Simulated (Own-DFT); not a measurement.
## Calculated data, SiC (2H silicon carbide, strained, atoms displaced)

All values are calculated (Own-DFT development build). A calculation, not a measurement: plane-wave PBE density functional theory by an unreviewed code, no spin, of a simulated periodic cell, stress positive in tension, free energy of the whole cell less one offset for each atom, forces on such cells passed a denser k mesh, this cell's mesh not checked; offsets are fitted by least squares, one for each functional and potential file, so energies compare only between cells with the same atoms and settings and are not formation energies; the far tail of each file's local potential was reset to the Coulomb form; each entry is a single point on an unrelaxed cell, so the pressure reflects the starting lattice, mostly measured values (interpolated for alloys), from which strain is counted, and rises with the displacements; printed positions are rounded, which can move forces by about a meV/angstrom; the program, named Own-DFT, is a retired in-house code; no spin-orbit coupling.

Settings shared by all entries: functional PBE; potential files PseudoDojo norm-conserving, scalar-relativistic, standard set; wave cutoff 42 hartree; occupations Fermi-Dirac; smearing width 0.1 eV; hardware one NVIDIA H100; k mesh 4 x 4 x 3 centred on Gamma.

```yaml
- entry: 1
  formula: SiC
  kind: "2H silicon carbide, strained, atoms displaced"
  structure:
    cell_angstrom:
      - [9.2695, -0.0342, 0.1807]
      - [-4.6643, 7.907, -0.042]
      - [0.1968, 0.0607, 10.1197]
    atoms_fractional:
      - [Si, 0.98873, 0.99498, 0.99411]
      - [Si, 0.11575, 0.22586, 0.24527]
      - [C, 0.0041, 0.0005, 0.18116]
      - [C, 0.11043, 0.21591, 0.43611]
      - [Si, 0.99709, 0.00532, 0.49667]
      - [Si, 0.11087, 0.22644, 0.74311]
      - [C, 0.99602, 0.99616, 0.69427]
      - [C, 0.09978, 0.22098, 0.93743]
      - [Si, 0.99821, 0.33186, 0.9974]
      - [Si, 0.10864, 0.55531, 0.25392]
      - [C, 0.00446, 0.34132, 0.18066]
      - [C, 0.10669, 0.55533, 0.42908]
      - [Si, 0.00279, 0.34837, 0.49835]
      - [Si, 0.10492, 0.55326, 0.74864]
      - [C, 0.00155, 0.33651, 0.68958]
      - [C, 0.10876, 0.55045, 0.93986]
      - [Si, 0.00309, 0.66974, 0.99987]
      - [Si, 0.1185, 0.89563, 0.25277]
      - [C, 0.99997, 0.66967, 0.19574]
      - [C, 0.10443, 0.88465, 0.44074]
      - [Si, 0.98077, 0.65916, 0.50065]
      - [Si, 0.11574, 0.89633, 0.74921]
      - [C, 0.00916, 0.66855, 0.68854]
      - [C, 0.11199, 0.8783, 0.9381]
      - [Si, 0.32135, 0.99066, 0.002]
      - [Si, 0.4368, 0.21811, 0.24614]
      - [C, 0.32881, 0.99832, 0.18564]
      - [C, 0.44103, 0.21629, 0.4393]
      - [Si, 0.33775, 0.99953, 0.50412]
      - [Si, 0.44236, 0.22208, 0.74521]
      - [C, 0.3418, 0.00543, 0.68989]
      - [C, 0.44553, 0.22447, 0.9381]
      - [Si, 0.32761, 0.33171, 0.99658]
      - [Si, 0.45327, 0.55344, 0.24636]
      - [C, 0.31914, 0.32894, 0.1927]
      - [C, 0.44901, 0.55085, 0.44502]
      - [Si, 0.32678, 0.32536, 0.50689]
      - [Si, 0.45089, 0.55462, 0.74199]
      - [C, 0.33323, 0.33116, 0.68733]
      - [C, 0.44168, 0.55939, 0.93953]
      - [Si, 0.32647, 0.66176, 0.99277]
      - [Si, 0.44547, 0.88291, 0.24857]
      - [C, 0.33458, 0.66329, 0.19062]
      - [C, 0.43498, 0.88222, 0.43637]
      - [Si, 0.32809, 0.66851, 0.49655]
      - [Si, 0.44706, 0.89145, 0.74429]
      - [C, 0.33233, 0.66129, 0.68577]
      - [C, 0.43935, 0.88038, 0.93853]
      - [Si, 0.67165, 0.99721, 0.99548]
      - [Si, 0.7765, 0.22678, 0.2499]
      - [C, 0.66555, 0.99274, 0.19005]
      - [C, 0.77983, 0.21549, 0.426]
      - [Si, 0.67592, 0.002, 0.50078]
      - [Si, 0.7872, 0.22387, 0.74541]
      - [C, 0.66842, 0.99817, 0.69052]
      - [C, 0.78311, 0.23088, 0.92937]
      - [Si, 0.6512, 0.32202, 0.00279]
      - [Si, 0.76776, 0.55378, 0.25111]
      - [C, 0.65952, 0.3308, 0.18015]
      - [C, 0.77771, 0.55073, 0.42947]
      - [Si, 0.66129, 0.34427, 0.51228]
      - [Si, 0.78089, 0.56317, 0.75865]
      - [C, 0.66421, 0.34379, 0.68334]
      - [C, 0.76906, 0.55171, 0.93749]
      - [Si, 0.66885, 0.67218, 0.0074]
      - [Si, 0.78896, 0.8952, 0.23751]
      - [C, 0.66756, 0.66465, 0.18834]
      - [C, 0.77198, 0.87778, 0.44295]
      - [Si, 0.67459, 0.67523, 0.50357]
      - [Si, 0.77068, 0.88758, 0.751]
      - [C, 0.67159, 0.67581, 0.68139]
      - [C, 0.78947, 0.89992, 0.94103]
  results:
    "free_energy_of_cell_above_offsets [eV]": "-5.017"
    "pressure [GPa]": 7.42
    "stress_xx [GPa]": -4.18
    "stress_yy [GPa]": -13.12
    "stress_zz [GPa]": -4.94
    "stress_yz [GPa]": 3.05
    "stress_xz [GPa]": 5.87
    "stress_xy [GPa]": -2.95
    force_element: [Si, Si, C, C, Si, Si, C, C, Si, Si, C, C, Si, Si, C, C, Si, Si, C, C, Si, Si, C, C, Si, Si, C, C, Si, Si, C, C, Si, Si, C, C, Si, Si, C, C, Si, Si, C, C, Si, Si, C, C, Si, Si, C, C, Si, Si, C, C, Si, Si, C, C, Si, Si, C, C, Si, Si, C, C, Si, Si, C, C]
    "force_x [eV/angstrom]": [4.462, -3.932, 0.626, -1.074, 0.686, -0.082, 0.059, 2.35, -1.045, 0.142, -0.383, -0.131, 0.622, 1.631, 0.608, -0.775, -0.62, -1.665, -0.235, 0.388, 2.873, 0.311, -2.191, -2.055, 1.773, -0.044, 1.789, 0.061, -1.393, 0.377, -0.514, -1.711, -0.332, -3.003, 4.739, -0.848, 0.534, -1.506, -0.027, 1.696, 0.153, -1.084, 0.076, 1.577, 1.228, -0.488, -0.306, 0.331, -2.445, 0.514, 0.285, -0.732, -1.537, -2.766, -0.105, -0.786, 1.998, 2.202, 0.282, -1.899, 0.856, -0.023, 1.688, 0.638, -0.398, -1.515, 0.523, 0.504, -0.655, 1.426, 1.045, -2.744]
    "force_y [eV/angstrom]": [1.958, -1.58, 0.577, 2.506, -2.425, -0.997, 1.054, -0.239, 0.373, 0.524, -1.455, 1.341, -3.36, 0.953, 0.055, 0.931, -2.903, -1.652, -0.309, 0.956, 1.342, -1.145, 0.161, 2.518, 1.166, 0.328, 0.041, 1.101, -0.779, 0.694, -0.796, -1.635, 0.04, -0.259, 1.78, 0.544, 0.5, 0.497, -0.146, -0.469, -0.023, 0.274, -0.349, 1.757, -1.804, -1.367, 0.582, 1.981, 1.162, -0.671, 1.595, 1.746, -1.02, -0.107, 1.16, -1.465, 1.629, -0.175, 0.086, 0.392, -2.311, -0.099, -0.411, 0.766, -1.137, -1.148, 1.109, 3.928, -3.713, 0.556, -1.207, -3.506]
    "force_z [eV/angstrom]": [1.249, 1.352, 0.165, -0.034, 1.253, 1.762, -1.343, -1.169, 0.577, -2.456, 1.2, 2.66, -0.502, 1.228, -2.05, -1.256, 1.489, 0.417, -1.408, 0.26, -0.266, 0.213, -0.441, -1.316, -0.533, 1.091, 0.166, -0.199, -0.852, 1.657, -0.539, -0.857, 0.558, 1.988, -2.323, -1.131, -2.233, 1.308, 0.588, -1.054, 1.985, 0.191, -0.884, 0.122, 0.384, 1.547, -0.155, -0.863, 0.927, -1.852, -1.266, 3.487, -0.797, 0.66, -0.975, 1.259, -1.716, -1.292, 2.088, 1.885, -4.427, -1.638, 2.9, 1.415, -1.851, 2.767, -0.264, -2.545, -1.147, 0.45, 2.214, -1.829]
    "wall_time [s]": 353.6
- entry: 2
  formula: SiC
  kind: "2H silicon carbide, strained, atoms displaced"
  structure:
    cell_angstrom:
      - [9.2983, 0.0446, -0.1025]
      - [-4.6105, 8.0598, 0.15]
      - [-0.1116, 0.1242, 10.2209]
    atoms_fractional:
      - [Si, 0.9894, 0.99275, 0.00064]
      - [Si, 0.11445, 0.22723, 0.25199]
      - [C, 0.9967, 0.00231, 0.1903]
      - [C, 0.09845, 0.22387, 0.44159]
      - [Si, 0.00244, 0.99322, 0.50287]
      - [Si, 0.10088, 0.22523, 0.74813]
      - [C, 0.00508, 0.00066, 0.68565]
      - [C, 0.11662, 0.22084, 0.93604]
      - [Si, 0.00972, 0.34511, 0.00145]
      - [Si, 0.1064, 0.54776, 0.25356]
      - [C, 0.9977, 0.32882, 0.18206]
      - [C, 0.10987, 0.54915, 0.433]
      - [Si, 0.99801, 0.33159, 0.49533]
      - [Si, 0.11571, 0.56329, 0.76137]
      - [C, 0.00157, 0.33995, 0.69073]
      - [C, 0.10683, 0.55436, 0.9314]
      - [Si, 0.00205, 0.67059, 0.99728]
      - [Si, 0.10926, 0.89372, 0.25194]
      - [C, 0.00368, 0.67076, 0.1821]
      - [C, 0.11304, 0.8813, 0.43747]
      - [Si, 0.00791, 0.67038, 0.49356]
      - [Si, 0.09217, 0.88021, 0.75204]
      - [C, 0.9986, 0.65355, 0.68767]
      - [C, 0.11432, 0.88641, 0.93407]
      - [Si, 0.33247, 0.00277, 0.99945]
      - [Si, 0.44583, 0.22993, 0.24472]
      - [C, 0.33906, 0.00503, 0.17995]
      - [C, 0.44086, 0.23119, 0.43709]
      - [Si, 0.33142, 0.99081, 0.50649]
      - [Si, 0.4399, 0.21817, 0.75427]
      - [C, 0.34098, 0.00646, 0.68732]
      - [C, 0.45025, 0.23506, 0.94106]
      - [Si, 0.33092, 0.33268, 0.00405]
      - [Si, 0.44577, 0.56164, 0.2529]
      - [C, 0.3347, 0.33809, 0.18292]
      - [C, 0.43245, 0.55028, 0.44193]
      - [Si, 0.32816, 0.34549, 0.49477]
      - [Si, 0.43463, 0.54912, 0.74708]
      - [C, 0.3287, 0.33106, 0.68749]
      - [C, 0.44263, 0.55536, 0.93922]
      - [Si, 0.32384, 0.66699, 0.98758]
      - [Si, 0.44941, 0.89107, 0.25034]
      - [C, 0.34073, 0.66922, 0.18777]
      - [C, 0.44335, 0.898, 0.43393]
      - [Si, 0.3378, 0.65776, 0.50124]
      - [Si, 0.44691, 0.90101, 0.75346]
      - [C, 0.3365, 0.67271, 0.69167]
      - [C, 0.439, 0.88372, 0.94376]
      - [Si, 0.67304, 0.00866, 0.99743]
      - [Si, 0.7862, 0.22068, 0.2528]
      - [C, 0.66747, 0.00676, 0.18466]
      - [C, 0.77813, 0.2266, 0.43271]
      - [Si, 0.66391, 0.00551, 0.50623]
      - [Si, 0.78962, 0.23228, 0.74934]
      - [C, 0.66046, 0.00039, 0.68782]
      - [C, 0.77788, 0.22581, 0.92885]
      - [Si, 0.66172, 0.32199, 0.00444]
      - [Si, 0.7812, 0.55915, 0.24911]
      - [C, 0.67822, 0.33356, 0.18479]
      - [C, 0.78844, 0.56577, 0.42875]
      - [Si, 0.65558, 0.33146, 0.49106]
      - [Si, 0.78486, 0.55905, 0.75061]
      - [C, 0.67262, 0.34593, 0.69123]
      - [C, 0.77558, 0.56107, 0.92995]
      - [Si, 0.67617, 0.67175, 0.9896]
      - [Si, 0.77953, 0.88372, 0.23855]
      - [C, 0.66823, 0.6689, 0.18458]
      - [C, 0.78274, 0.89303, 0.43943]
      - [Si, 0.67315, 0.66691, 0.5059]
      - [Si, 0.78855, 0.90582, 0.75259]
      - [C, 0.66062, 0.664, 0.68411]
      - [C, 0.76569, 0.87767, 0.93773]
  results:
    "free_energy_of_cell_above_offsets [eV]": "-5.571"
    "pressure [GPa]": -0.96
    "stress_xx [GPa]": 0.53
    "stress_yy [GPa]": 1.48
    "stress_zz [GPa]": 0.88
    "stress_yz [GPa]": 4.19
    "stress_xz [GPa]": -3.23
    "stress_xy [GPa]": 2.94
    force_element: [Si, Si, C, C, Si, Si, C, C, Si, Si, C, C, Si, Si, C, C, Si, Si, C, C, Si, Si, C, C, Si, Si, C, C, Si, Si, C, C, Si, Si, C, C, Si, Si, C, C, Si, Si, C, C, Si, Si, C, C, Si, Si, C, C, Si, Si, C, C, Si, Si, C, C, Si, Si, C, C, Si, Si, C, C, Si, Si, C, C]
    "force_x [eV/angstrom]": [1.318, -0.118, 0.886, 2.953, -1.088, 3.102, -1.821, -1.875, -0.345, 0.731, 0.487, 0.212, -1.805, 0.94, 0.061, -0.307, -0.774, 1.743, -0.049, -0.418, -0.178, 3.462, -1.051, -1.426, 0.449, 1.26, -1.17, -0.707, -0.704, 0.509, -1.962, -0.348, 0.375, 0.74, -0.493, 3.061, 0.911, 1.492, -0.775, -0.268, 2.629, -0.797, -2.126, 1.647, -3.273, 0.835, -0.754, 0.145, -1.002, -1.256, 1.164, -0.385, 1.004, -2.492, 1.214, 1.033, 0.429, 0.393, -1.441, -0.864, 1.72, -1.762, -0.25, 1.975, -2.359, -1.594, 0.132, -0.78, -0.6, -1.157, 0.806, 0.757]
    "force_y [eV/angstrom]": [0.985, -0.67, 0.416, -1.14, 0.68, -0.158, 0.842, -0.367, -2.708, 1.518, 1.19, 0.92, 0.755, -1.018, 0.406, 0.841, -0.865, -0.555, -0.148, 2.211, -2.559, -0.095, 2.682, 0.708, 0.277, -1.042, -0.026, -1.351, 2.177, 2.114, -0.893, -2.292, 1.005, -0.566, 0.16, 2.343, -3.965, 0.572, -0.085, 0.097, -0.607, 0.083, -0.096, -1.615, 2.574, -1.948, -0.009, 2.461, -1.328, -0.309, -0.723, -0.392, -0.546, -0.565, 1.626, 0.079, 2.357, -0.175, 0.467, -1.128, 1.635, -0.437, -2.129, -0.814, -3.282, 1.021, -0.735, -0.671, 0.54, -2.911, 0.969, 4.215]
    "force_z [eV/angstrom]": [-0.127, -0.23, -0.751, -1.212, -1.136, 0.389, 0.445, 0.353, -0.992, -1.796, 1.01, 1.266, 1.647, -4.125, -1.196, 2.836, 0.236, -1.218, 0.901, 0.194, 1.192, -0.327, -0.83, 0.535, -0.372, 0.594, 1.891, -0.771, -1.224, -0.729, 0.518, -0.382, -1.504, -0.915, 1.786, -2.029, 2.015, 1.13, -0.469, -0.76, 2.632, -0.884, -0.5, 0.899, 0.584, 0.479, -0.497, -1.554, 0.448, -0.97, 0.066, 1.396, -1.843, -0.993, 0.822, 1.801, -1.283, -1.382, 1.005, 1.548, 1.556, -0.929, -1.252, 1.562, 1.907, 2.469, -0.416, -0.368, -1.541, -1.305, 1.506, -0.805]
    "wall_time [s]": 372.4
- entry: 3
  formula: SiC
  kind: "2H silicon carbide, strained, atoms displaced"
  structure:
    cell_angstrom:
      - [9.373, -0.1646, 0.0058]
      - [-4.8291, 8.1574, 0.0639]
      - [0.0064, 0.084, 9.9375]
    atoms_fractional:
      - [Si, 0.97968, 0.98304, 0.99991]
      - [Si, 0.11133, 0.22791, 0.24711]
      - [C, 0.00141, 0.00421, 0.19042]
      - [C, 0.11833, 0.22152, 0.44467]
      - [Si, 0.00797, 0.00443, 0.50241]
      - [Si, 0.11341, 0.22582, 0.75208]
      - [C, 0.9934, 0.99372, 0.68759]
      - [C, 0.11919, 0.2302, 0.94315]
      - [Si, 0.00315, 0.33202, 0.99635]
      - [Si, 0.11821, 0.56711, 0.25022]
      - [C, 0.00584, 0.33312, 0.18219]
      - [C, 0.11262, 0.55259, 0.43617]
      - [Si, 0.99567, 0.33443, 0.49742]
      - [Si, 0.10821, 0.56345, 0.75071]
      - [C, 0.01249, 0.33243, 0.6834]
      - [C, 0.10634, 0.54357, 0.9451]
      - [Si, 0.00682, 0.66804, 0.0014]
      - [Si, 0.10773, 0.87888, 0.25545]
      - [C, 0.00136, 0.67193, 0.18994]
      - [C, 0.10028, 0.89115, 0.43532]
      - [Si, 0.9942, 0.66206, 0.5035]
      - [Si, 0.09973, 0.88421, 0.76267]
      - [C, 0.01141, 0.66402, 0.68317]
      - [C, 0.10647, 0.89176, 0.93527]
      - [Si, 0.33819, 0.00308, 0.9969]
      - [Si, 0.43967, 0.21238, 0.2474]
      - [C, 0.33686, 0.00868, 0.18356]
      - [C, 0.4435, 0.22121, 0.44688]
      - [Si, 0.34327, 0.00294, 0.49896]
      - [Si, 0.45132, 0.23349, 0.74686]
      - [C, 0.33582, 0.99097, 0.69338]
      - [C, 0.44719, 0.22916, 0.93768]
      - [Si, 0.33149, 0.34741, 0.00226]
      - [Si, 0.45313, 0.56928, 0.25428]
      - [C, 0.33382, 0.34109, 0.18815]
      - [C, 0.45629, 0.56483, 0.44474]
      - [Si, 0.32962, 0.32555, 0.50108]
      - [Si, 0.4505, 0.56301, 0.75168]
      - [C, 0.34261, 0.32736, 0.69474]
      - [C, 0.45629, 0.56209, 0.9415]
      - [Si, 0.32501, 0.66435, 0.99481]
      - [Si, 0.44787, 0.88487, 0.25657]
      - [C, 0.32364, 0.67023, 0.1955]
      - [C, 0.45009, 0.88234, 0.42992]
      - [Si, 0.33591, 0.66845, 0.51145]
      - [Si, 0.44676, 0.89155, 0.74975]
      - [C, 0.33089, 0.66183, 0.68411]
      - [C, 0.44806, 0.89209, 0.94151]
      - [Si, 0.66901, 0.00949, 0.99089]
      - [Si, 0.77749, 0.22211, 0.25323]
      - [C, 0.65516, 0.98718, 0.18639]
      - [C, 0.78795, 0.22615, 0.43496]
      - [Si, 0.67872, 0.01451, 0.50266]
      - [Si, 0.7732, 0.21227, 0.7551]
      - [C, 0.66417, 0.99541, 0.69719]
      - [C, 0.77865, 0.22276, 0.93628]
      - [Si, 0.66988, 0.33925, 0.00121]
      - [Si, 0.78982, 0.55836, 0.25842]
      - [C, 0.65507, 0.33708, 0.18441]
      - [C, 0.77395, 0.56184, 0.4407]
      - [Si, 0.65838, 0.33133, 0.49717]
      - [Si, 0.77762, 0.55626, 0.7411]
      - [C, 0.65994, 0.33258, 0.68053]
      - [C, 0.77479, 0.55428, 0.92803]
      - [Si, 0.66715, 0.66681, 0.99872]
      - [Si, 0.76989, 0.88918, 0.25246]
      - [C, 0.66564, 0.65853, 0.19726]
      - [C, 0.77606, 0.89138, 0.42735]
      - [Si, 0.66722, 0.67291, 0.50238]
      - [Si, 0.76785, 0.88145, 0.74674]
      - [C, 0.66681, 0.6778, 0.68934]
      - [C, 0.77736, 0.89426, 0.94677]
  results:
    "free_energy_of_cell_above_offsets [eV]": "-2.667"
    "pressure [GPa]": 4.73
    "stress_xx [GPa]": 0.76
    "stress_yy [GPa]": 0.14
    "stress_zz [GPa]": -15.08
    "stress_yz [GPa]": 2.7
    "stress_xz [GPa]": -0.58
    "stress_xy [GPa]": -8.62
    force_element: [Si, Si, C, C, Si, Si, C, C, Si, Si, C, C, Si, Si, C, C, Si, Si, C, C, Si, Si, C, C, Si, Si, C, C, Si, Si, C, C, Si, Si, C, C, Si, Si, C, C, Si, Si, C, C, Si, Si, C, C, Si, Si, C, C, Si, Si, C, C, Si, Si, C, C, Si, Si, C, C, Si, Si, C, C, Si, Si, C, C]
    "force_x [eV/angstrom]": [3.652, 1.111, -0.18, -2.302, -1.674, 1.237, 0.345, -1.707, 0.018, -1.631, -1.981, -0.896, 3.105, 2.676, -2.74, -1.153, -1.472, -0.922, 1.186, 2.809, 1.064, 1.591, -3.461, 0.748, -0.833, -1.861, 0.278, -0.342, -1.118, 0.63, -1.661, -0.066, 2.536, -1.262, 0.536, -2.229, 1.014, -0.728, -3.133, -2.985, 2.211, -1.962, 3.472, -0.905, 0.436, -0.888, 0.189, -1.134, 0.423, -0.045, 1.089, -2.78, 0.028, 0.337, 0.49, -0.346, -0.694, -3.105, 3.243, 0.973, 1.697, 0.226, 2.567, 0.906, 1.272, 1.683, 1.08, 0.354, 0.547, 1.275, 1.528, -2.362]
    "force_y [eV/angstrom]": [3.969, -0.961, -1.229, 0.448, -0.84, -0.875, 0.518, -1.683, -1.82, -2.876, 0.814, 1.063, 0.504, -2.802, 0.532, 2.889, -0.403, 3.523, -1.223, -1.024, 0.974, 0.577, 1.154, -0.853, 0.946, 2.598, -3.087, -0.565, -2.018, -3.302, 1.433, -0.131, -1.739, -2.253, 0.109, -1.817, 2.335, -1.908, 2.065, 0.361, 1.034, 0.626, 0.653, 1.734, -0.698, -1.36, 0.966, -0.891, -1.987, -0.409, 2.545, 0.178, -2.933, 2.231, 0.761, 1.373, -0.721, -0.769, 0.294, -1.077, 1.116, -0.127, 0.584, 1.081, 0.407, -0.214, 1.829, 0.993, 0.945, 2.642, -2.351, -1.856]
    "force_z [eV/angstrom]": [2.014, 0.622, -0.353, -1.536, -1.112, 0.216, 1.166, -1.397, 0.763, 0.411, 1.459, 0.9, 0.537, 0.251, 1.218, -2.064, -0.626, -1.642, -0.549, 1.814, -1.876, -4.797, 1.635, 3.34, -0.147, 0.687, 1.051, -2.469, 0.621, 1.903, -0.735, 0.089, 0.311, 0.199, 1.126, -0.157, 0.755, -0.184, -1.427, -1.057, 1.937, -3.407, -2.305, 4.658, -4.477, 0.619, 4.255, -1.183, 2.763, -2.734, -0.603, 0.917, -0.719, -1.953, -1.817, 0.869, -1.161, -1.535, 1.845, 1.177, -0.245, 0.213, 0.986, 1.452, 1.822, -2.754, -1.802, 4.803, -0.862, 1.785, -0.649, -2.854]
    "wall_time [s]": 360.2
```
